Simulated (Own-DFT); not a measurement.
## Calculated data, GaN (wurtzite, atoms displaced)

Computed with Own-DFT development build. A calculation, not a measurement: plane-wave PBE density functional theory by an unreviewed code, no spin, of a simulated periodic cell, stress positive in tension, free energy of the whole cell less one offset for each atom, forces on such cells passed a denser k mesh, this cell's mesh not checked; offsets are fitted by least squares, one for each functional and potential file, so energies compare only between cells with the same atoms and settings and are not formation energies; the far tail of each file's local potential was reset to the Coulomb form; each entry is a single point on an unrelaxed cell, so the pressure reflects the starting lattice, mostly measured values (interpolated for alloys), from which strain is counted, and rises with the displacements; printed positions are rounded, which can move forces by about a meV/angstrom; the program, named Own-DFT, is a retired in-house code; no spin-orbit coupling.

Settings shared by all entries: functional PBE; potential files PseudoDojo norm-conserving, scalar-relativistic, standard set; wave cutoff 42 hartree; occupations Fermi-Dirac; smearing width 0.1 eV; hardware one NVIDIA H200; k mesh 3 x 4 x 3 centred on Gamma.

(1) 
```cif
# cell vector a (Å): 12.7560 0.0000 0.0000
# cell vector b (Å): -4.7835 8.2853 0.0000
# cell vector c (Å): 0.0000 0.0000 10.3700
data_GaN
_symmetry_space_group_name_H-M 'P 1'
_symmetry_Int_Tables_number 1
_cell_length_a 12.7560
_cell_length_b 9.5670
_cell_length_c 10.3700
_cell_angle_alpha 90.000
_cell_angle_beta 90.000
_cell_angle_gamma 120.000
_cell_volume 1095.98
loop_
_atom_site_label
_atom_site_type_symbol
_atom_site_fract_x
_atom_site_fract_y
_atom_site_fract_z
_atom_site_occupancy
Ga1 Ga 0.09042 0.22276 0.00239 1
Ga2 Ga 0.16594 0.11324 0.24149 1
N1 N 0.07864 0.20763 0.19142 1
N2 N 0.17173 0.11039 0.42700 1
Ga3 Ga 0.08295 0.21901 0.49662 1
Ga4 Ga 0.17032 0.11850 0.73890 1
N3 N 0.07241 0.21206 0.68878 1
N4 N 0.15956 0.10679 0.93932 1
Ga5 Ga 0.07880 0.55327 0.98945 1
Ga6 Ga 0.15709 0.43201 0.24079 1
N5 N 0.08410 0.55498 0.18415 1
N6 N 0.15772 0.44000 0.43813 1
Ga7 Ga 0.08771 0.56668 0.50810 1
Ga8 Ga 0.16172 0.44140 0.74922 1
N7 N 0.08633 0.55561 0.69021 1
N8 N 0.16779 0.44432 0.92865 1
Ga9 Ga 0.07377 0.88529 0.00701 1
Ga10 Ga 0.16994 0.77890 0.24844 1
N9 N 0.08327 0.88965 0.19181 1
N10 N 0.17467 0.78674 0.44224 1
Ga11 Ga 0.08778 0.89073 0.49933 1
Ga12 Ga 0.16766 0.77868 0.75742 1
N11 N 0.07947 0.88914 0.68605 1
N12 N 0.15583 0.77461 0.94099 1
Ga13 Ga 0.33549 0.22515 0.00991 1
Ga14 Ga 0.42386 0.12412 0.25258 1
N13 N 0.32952 0.21310 0.19133 1
N14 N 0.42121 0.11500 0.43811 1
Ga15 Ga 0.33085 0.22362 0.50418 1
Ga16 Ga 0.41921 0.11389 0.74513 1
N15 N 0.33626 0.22586 0.68466 1
N16 N 0.41823 0.11686 0.94344 1
Ga17 Ga 0.33380 0.56659 0.99755 1
Ga18 Ga 0.41305 0.43689 0.25166 1
N17 N 0.33361 0.55600 0.19280 1
N18 N 0.41559 0.43902 0.44129 1
Ga19 Ga 0.32971 0.55455 0.49817 1
Ga20 Ga 0.41669 0.43910 0.74584 1
N19 N 0.33462 0.56044 0.69202 1
N20 N 0.42066 0.44333 0.94064 1
Ga21 Ga 0.33985 0.88918 0.99768 1
Ga22 Ga 0.41695 0.78126 0.26108 1
N21 N 0.33998 0.88889 0.19098 1
N22 N 0.41480 0.77593 0.43085 1
Ga23 Ga 0.33161 0.87936 0.50748 1
Ga24 Ga 0.41958 0.77583 0.75966 1
N23 N 0.33107 0.88855 0.69470 1
N24 N 0.41643 0.77925 0.94160 1
Ga25 Ga 0.58574 0.22248 0.00241 1
Ga26 Ga 0.66829 0.11179 0.24473 1
N25 N 0.58749 0.23254 0.18500 1
N26 N 0.66422 0.10820 0.43838 1
Ga27 Ga 0.58768 0.22045 0.49628 1
Ga28 Ga 0.66759 0.11747 0.75851 1
N27 N 0.58109 0.22875 0.69054 1
N28 N 0.66441 0.11083 0.93417 1
Ga29 Ga 0.58365 0.55712 0.00429 1
Ga30 Ga 0.66184 0.44544 0.24572 1
N29 N 0.59118 0.56630 0.17920 1
N30 N 0.66850 0.44451 0.44517 1
Ga31 Ga 0.58686 0.55934 0.49453 1
Ga32 Ga 0.66233 0.44727 0.75422 1
N31 N 0.58594 0.56154 0.68666 1
N32 N 0.66777 0.45076 0.93392 1
Ga33 Ga 0.57800 0.88945 0.00559 1
Ga34 Ga 0.66528 0.77151 0.25207 1
N33 N 0.58555 0.89527 0.19169 1
N34 N 0.66729 0.77886 0.43630 1
Ga35 Ga 0.58609 0.89164 0.49608 1
Ga36 Ga 0.66556 0.77525 0.74675 1
N35 N 0.57469 0.87985 0.68876 1
N36 N 0.66399 0.76543 0.94734 1
Ga37 Ga 0.84025 0.22803 0.99999 1
Ga38 Ga 0.91558 0.10807 0.24258 1
N37 N 0.83484 0.22107 0.18337 1
N38 N 0.91517 0.11652 0.44282 1
Ga39 Ga 0.82531 0.20830 0.49687 1
Ga40 Ga 0.91389 0.11653 0.75446 1
N39 N 0.83015 0.21730 0.68786 1
N40 N 0.91123 0.10865 0.94552 1
Ga41 Ga 0.83487 0.55783 0.99851 1
Ga42 Ga 0.91401 0.43040 0.24598 1
N41 N 0.83220 0.55315 0.19887 1
N42 N 0.92358 0.44782 0.44372 1
Ga43 Ga 0.83673 0.56216 0.49747 1
Ga44 Ga 0.91792 0.45024 0.74897 1
N43 N 0.83662 0.55624 0.69018 1
N44 N 0.91185 0.43770 0.94270 1
Ga45 Ga 0.83524 0.89417 0.00222 1
Ga46 Ga 0.91853 0.76515 0.24650 1
N45 N 0.83277 0.89135 0.18430 1
N46 N 0.91533 0.77586 0.43267 1
Ga47 Ga 0.83532 0.89257 0.49169 1
Ga48 Ga 0.91163 0.77595 0.73795 1
N47 N 0.83016 0.88731 0.68798 1
N48 N 0.91362 0.78138 0.93512 1
_calc_free_energy_of_cell_above_offsets '24.009'  # eV
_calc_pressure 7.35  # GPa
_calc_stress_xx -6.6  # GPa
_calc_stress_yy -7.92  # GPa
_calc_stress_zz -7.52  # GPa
_calc_stress_yz 0.01  # GPa
_calc_stress_xz 0.14  # GPa
_calc_stress_xy 0.43  # GPa
_calc_wall_time 1119  # s
```

Force:
```tsv
element	x (eV/Å)	y (eV/Å)	z (eV/Å)
Ga	-1.604	0.163	-0.733
Ga	0.97	-1.354	1.345
N	-0.725	1.786	-1.177
N	-1.033	0.134	1.485
Ga	-0.189	0.08	0.207
Ga	-0.787	-1.186	1.705
N	1.327	1.314	-0.571
N	1.812	0.161	-0.503
Ga	0.762	0.076	1.223
Ga	0.73	1.362	1.356
N	-0.412	-0.272	-0.356
N	1.075	0.52	-0.292
Ga	-0.065	-1.056	-1.349
Ga	1.236	-0.453	-1.175
N	-0.871	0.558	0.726
N	-0.303	-0.016	2.103
Ga	0.552	0.412	-1.156
Ga	0.364	0.014	0.126
N	0.504	-0.465	-0.137
N	-0.725	-1.02	-0.835
Ga	-0.75	0.1	-0.366
Ga	-0.98	0.283	-0.62
N	1.002	0.258	0.017
N	1.402	0.637	0.221
Ga	-0.516	-0.401	-1.907
Ga	0.19	-1.959	0.161
N	0.276	1.261	0.036
N	-0.314	-0.542	0.677
Ga	1.108	-0.668	-1.615
Ga	-0.364	-0.355	1.192
N	-0.339	-0.761	0.643
N	0.147	-0.731	-0.78
Ga	0.952	-2.266	0.914
Ga	-0.079	0.969	-0.166
N	-0.191	-0.455	-0.704
N	-0.157	1.114	-0.519
Ga	0.063	-0.331	0.149
Ga	-0.171	1.637	0.977
N	-0.15	-1.131	-0.575
N	-1.363	0.097	-0.361
Ga	-2.451	0.872	1.099
Ga	0.401	-0.468	-3.415
N	-1.118	0.839	-0.675
N	0.531	-0.024	3.894
Ga	0.625	1.756	-0.41
Ga	-0.934	0.046	-1.408
N	0.697	-0.065	0.007
N	0.389	0.19	-0.249
Ga	-0.505	0.809	-1.241
Ga	-0.327	0.506	0.564
N	0.37	-1.023	0.615
N	0.316	0.005	-1.116
Ga	-1.328	0.673	1.143
Ga	-0.366	-0.714	-2.369
N	1.236	-0.438	-0.599
N	0.537	-0.132	2.374
Ga	0.142	-0.997	-1.826
Ga	0.992	0.853	1.309
N	-1.056	-1.917	2.796
N	-0.157	0.105	-1.426
Ga	-0.268	-0.728	1.064
Ga	0.828	0.284	-1.176
N	-0.389	-1.027	-0.554
N	0.555	-0.852	1.626
Ga	2.071	-0.073	-0.36
Ga	0.015	1.762	-0.841
N	-0.079	-1.012	0.033
N	-0.069	0.085	0.027
Ga	-0.781	-1.098	1
Ga	-0.343	0.64	1.312
N	1.092	1.631	-0.417
N	-0.998	2.922	-1.592
Ga	-1.291	-1.51	-0.273
Ga	-0.44	-0.603	1.389
N	-0.337	-0.741	0.537
N	1.082	-1.078	-1.785
Ga	0.235	2.528	1.09
Ga	0.128	-1.558	0.132
N	-0.627	0.897	0.127
N	1.312	1.075	-0.997
Ga	-0.811	0.256	0.347
Ga	-0.033	2.315	1.575
N	0.335	-1.499	-1.89
N	-1.022	-0.741	-0.747
Ga	0.544	-1.243	0.294
Ga	0.214	-1.09	-0.139
N	-1.034	-0.328	-0.564
N	-0.073	1.298	-1.241
Ga	-0.693	-1.437	-0.62
Ga	-1.197	1.95	0.513
N	0.579	-0.983	1.373
N	0.427	1.042	0.575
Ga	0.244	-0.177	0.96
Ga	0.361	0.643	1.502
N	-0.255	0.716	-0.697
N	0.345	-0.655	-0.018
```

(2) 
```cif
# cell vector a (Å): 12.7560 0.0000 0.0000
# cell vector b (Å): -4.7835 8.2853 0.0000
# cell vector c (Å): 0.0000 0.0000 10.3700
data_GaN
_symmetry_space_group_name_H-M 'P 1'
_symmetry_Int_Tables_number 1
_cell_length_a 12.7560
_cell_length_b 9.5670
_cell_length_c 10.3700
_cell_angle_alpha 90.000
_cell_angle_beta 90.000
_cell_angle_gamma 120.000
_cell_volume 1095.98
loop_
_atom_site_label
_atom_site_type_symbol
_atom_site_fract_x
_atom_site_fract_y
_atom_site_fract_z
_atom_site_occupancy
Ga1 Ga 0.09129 0.22948 0.00807 1
Ga2 Ga 0.16625 0.10806 0.25002 1
N1 N 0.08064 0.22149 0.19443 1
N2 N 0.16912 0.11184 0.44293 1
Ga3 Ga 0.08331 0.22370 0.50316 1
Ga4 Ga 0.15985 0.11086 0.74720 1
N3 N 0.07925 0.21757 0.68538 1
N4 N 0.16965 0.11424 0.94245 1
Ga5 Ga 0.08668 0.55865 0.00258 1
Ga6 Ga 0.16268 0.44965 0.24677 1
N5 N 0.09110 0.55938 0.19703 1
N6 N 0.17139 0.44521 0.43817 1
Ga7 Ga 0.08082 0.54649 0.49912 1
Ga8 Ga 0.16376 0.43820 0.75227 1
N7 N 0.08553 0.56006 0.68145 1
N8 N 0.16937 0.44000 0.94244 1
Ga9 Ga 0.08427 0.88563 0.99951 1
Ga10 Ga 0.17815 0.78050 0.24741 1
N9 N 0.08858 0.90103 0.18815 1
N10 N 0.16256 0.77160 0.43175 1
Ga11 Ga 0.08435 0.89827 0.49539 1
Ga12 Ga 0.16272 0.77749 0.75365 1
N11 N 0.08224 0.88965 0.68892 1
N12 N 0.17042 0.77834 0.93891 1
Ga13 Ga 0.33083 0.22425 0.00058 1
Ga14 Ga 0.41853 0.11557 0.25117 1
N13 N 0.33142 0.22179 0.19091 1
N14 N 0.41825 0.11420 0.43953 1
Ga15 Ga 0.33713 0.23146 0.49815 1
Ga16 Ga 0.41698 0.10601 0.74426 1
N15 N 0.32917 0.22066 0.69257 1
N16 N 0.41110 0.10782 0.93624 1
Ga17 Ga 0.33727 0.55157 0.99467 1
Ga18 Ga 0.40815 0.43113 0.24437 1
N17 N 0.32887 0.55353 0.19338 1
N18 N 0.41856 0.43957 0.43639 1
Ga19 Ga 0.33047 0.55696 0.50952 1
Ga20 Ga 0.41966 0.44085 0.75115 1
N19 N 0.33838 0.55974 0.68210 1
N20 N 0.41787 0.43413 0.93522 1
Ga21 Ga 0.33328 0.87895 0.99180 1
Ga22 Ga 0.41821 0.78059 0.25449 1
N21 N 0.33150 0.87888 0.18946 1
N22 N 0.42106 0.78312 0.43810 1
Ga23 Ga 0.33582 0.89473 0.50135 1
Ga24 Ga 0.41220 0.77798 0.75030 1
N23 N 0.32827 0.88598 0.69452 1
N24 N 0.40650 0.77262 0.93772 1
Ga25 Ga 0.58674 0.23439 0.00189 1
Ga26 Ga 0.66776 0.11528 0.25159 1
N25 N 0.57647 0.22238 0.17819 1
N26 N 0.67012 0.10924 0.44162 1
Ga27 Ga 0.57042 0.21314 0.49948 1
Ga28 Ga 0.65985 0.11181 0.74773 1
N27 N 0.58566 0.22117 0.67683 1
N28 N 0.66974 0.10819 0.93361 1
Ga29 Ga 0.59710 0.56629 0.99838 1
Ga30 Ga 0.66178 0.43903 0.24960 1
N29 N 0.57715 0.54818 0.18311 1
N30 N 0.66319 0.44276 0.45057 1
Ga31 Ga 0.58579 0.55800 0.50291 1
Ga32 Ga 0.66474 0.44101 0.74510 1
N31 N 0.57888 0.54897 0.68786 1
N32 N 0.67045 0.44444 0.93554 1
Ga33 Ga 0.58097 0.88143 0.00604 1
Ga34 Ga 0.66345 0.77407 0.25544 1
N33 N 0.58810 0.89609 0.19040 1
N34 N 0.66765 0.77787 0.45251 1
Ga35 Ga 0.57679 0.88651 0.50154 1
Ga36 Ga 0.66941 0.77821 0.76186 1
N35 N 0.58300 0.88336 0.68248 1
N36 N 0.66146 0.77068 0.93510 1
Ga37 Ga 0.82948 0.21463 0.00105 1
Ga38 Ga 0.91126 0.11079 0.25190 1
N37 N 0.83789 0.22728 0.18842 1
N38 N 0.91332 0.10775 0.43291 1
Ga39 Ga 0.83185 0.22622 0.49058 1
Ga40 Ga 0.91542 0.10945 0.74934 1
N39 N 0.83178 0.22628 0.69216 1
N40 N 0.91550 0.11273 0.93129 1
Ga41 Ga 0.83785 0.55515 0.00599 1
Ga42 Ga 0.91072 0.44437 0.25462 1
N41 N 0.83423 0.55560 0.18889 1
N42 N 0.91235 0.44437 0.44145 1
Ga43 Ga 0.82916 0.54525 0.50431 1
Ga44 Ga 0.92212 0.43858 0.74788 1
N43 N 0.82548 0.55064 0.68036 1
N44 N 0.91858 0.44389 0.93747 1
Ga45 Ga 0.83540 0.88610 0.99647 1
Ga46 Ga 0.91243 0.78200 0.24785 1
N45 N 0.83240 0.89893 0.20197 1
N46 N 0.91801 0.77846 0.43632 1
Ga47 Ga 0.83119 0.89369 0.49355 1
Ga48 Ga 0.91434 0.77385 0.74247 1
N47 N 0.83441 0.89507 0.68852 1
N48 N 0.92182 0.78381 0.93991 1
_calc_free_energy_of_cell_above_offsets '24.525'  # eV
_calc_pressure 7.62  # GPa
_calc_stress_xx -6.53  # GPa
_calc_stress_yy -8.13  # GPa
_calc_stress_zz -8.21  # GPa
_calc_stress_yz 0.05  # GPa
_calc_stress_xz -0.32  # GPa
_calc_stress_xy -0.26  # GPa
_calc_wall_time 1138  # s
```

Force:
```tsv
element	x (eV/Å)	y (eV/Å)	z (eV/Å)
Ga	-0.932	-1.766	-0.259
Ga	-0.691	1.219	0.81
N	0.082	0.202	-0.198
N	-0.292	1.066	-0.77
Ga	-0.022	-0.237	-1.451
Ga	1.352	-0.195	1.028
N	-0.289	0.872	0.532
N	-0.967	-0.67	-0.82
Ga	-0.068	-0.73	0.332
Ga	2.385	-1.756	1.308
N	-3.359	0.304	-1.815
N	-0.896	-0.441	0.073
Ga	0.033	1.233	-0.893
Ga	0.362	0.733	-0.371
N	0.391	-0.574	1.413
N	-0.637	1.039	-0.871
Ga	0.269	1.256	0.472
Ga	-2.871	-0.269	0.843
N	0.023	-2.63	-0.406
N	0.5	0.811	1.36
Ga	0.653	-2.011	0.362
Ga	-0.116	0.007	-0.749
N	-0.044	-0.251	-0.246
N	-1.005	-0.669	0.023
Ga	1.125	-1.088	-0.043
Ga	-0.633	-1.34	-0.631
N	0.381	-1.429	-0.69
N	-1.62	-1.092	-0.95
Ga	-0.462	-1.14	1.187
Ga	-0.871	1.087	1.128
N	0.504	-0.291	-0.98
N	1.15	0.202	0.148
Ga	0.003	-0.108	1.142
Ga	-0.266	2.4	1.198
N	1.091	0.361	-1.108
N	-0.579	1.772	-0.275
Ga	1.089	-0.024	-3.058
Ga	-0.877	-0.119	-0.351
N	-0.629	-0.797	3.144
N	0.064	2.091	0.663
Ga	-1.576	2.615	1.877
Ga	0.371	-0.831	-0.626
N	1.379	2.501	-1.177
N	-1.357	-0.795	0.35
Ga	-0.973	-1.455	-0.12
Ga	1.236	-0.105	-0.392
N	0.286	0.023	-1.27
N	3.432	-0.841	-0.535
Ga	-0.232	-2.229	-2.123
Ga	-0.061	0.177	-0.056
N	1.365	-0.02	2.423
N	-1.913	-0.049	-1.058
Ga	3.026	1.622	-0.544
Ga	1.762	-0.763	-0.136
N	-1.264	-0.196	1.939
N	-1.537	-0.429	0.926
Ga	-1.144	-2.765	0.288
Ga	-0.027	0.729	0.931
N	0.518	0.954	0.704
N	0.456	-0.767	-2.304
Ga	-0.838	-0.321	-0.01
Ga	-0.129	-0.016	0.181
N	0.772	1.009	0.761
N	0.282	0.951	-0.202
Ga	-0.776	0.984	-0.984
Ga	-0.07	-0.231	0.511
N	-0.274	-0.861	0.14
N	-1.138	-0.238	-2.109
Ga	1.832	0.445	0.034
Ga	-0.498	-0.043	-3.983
N	-0.661	0.407	2.046
N	0.435	1.679	2.118
Ga	0.599	0.855	-0.582
Ga	1.136	1.36	-0.274
N	-1.299	-0.039	-0.031
N	0.233	1.472	1.313
Ga	0.885	-0.789	2.037
Ga	-0.882	0.488	-0.349
N	0.327	-1.114	-1.335
N	0.842	-0.361	1.854
Ga	0.005	0.126	-1.508
Ga	1.585	0.63	-0.296
N	-1.002	0.203	0.424
N	0.998	-0.011	-0.801
Ga	-0.614	1.663	-1.404
Ga	-1.376	0.996	0.336
N	1.403	0.496	2.349
N	0.281	0.141	0.392
Ga	-0.497	1.33	0.742
Ga	1.453	0.157	0.636
N	-0.159	-2.262	-2.442
N	-0.651	-0.358	0.301
Ga	1.263	-0.658	1.207
Ga	-0.238	0.105	0.294
N	0.088	-1.204	-0.189
N	-0.397	-1.394	-0.506
```
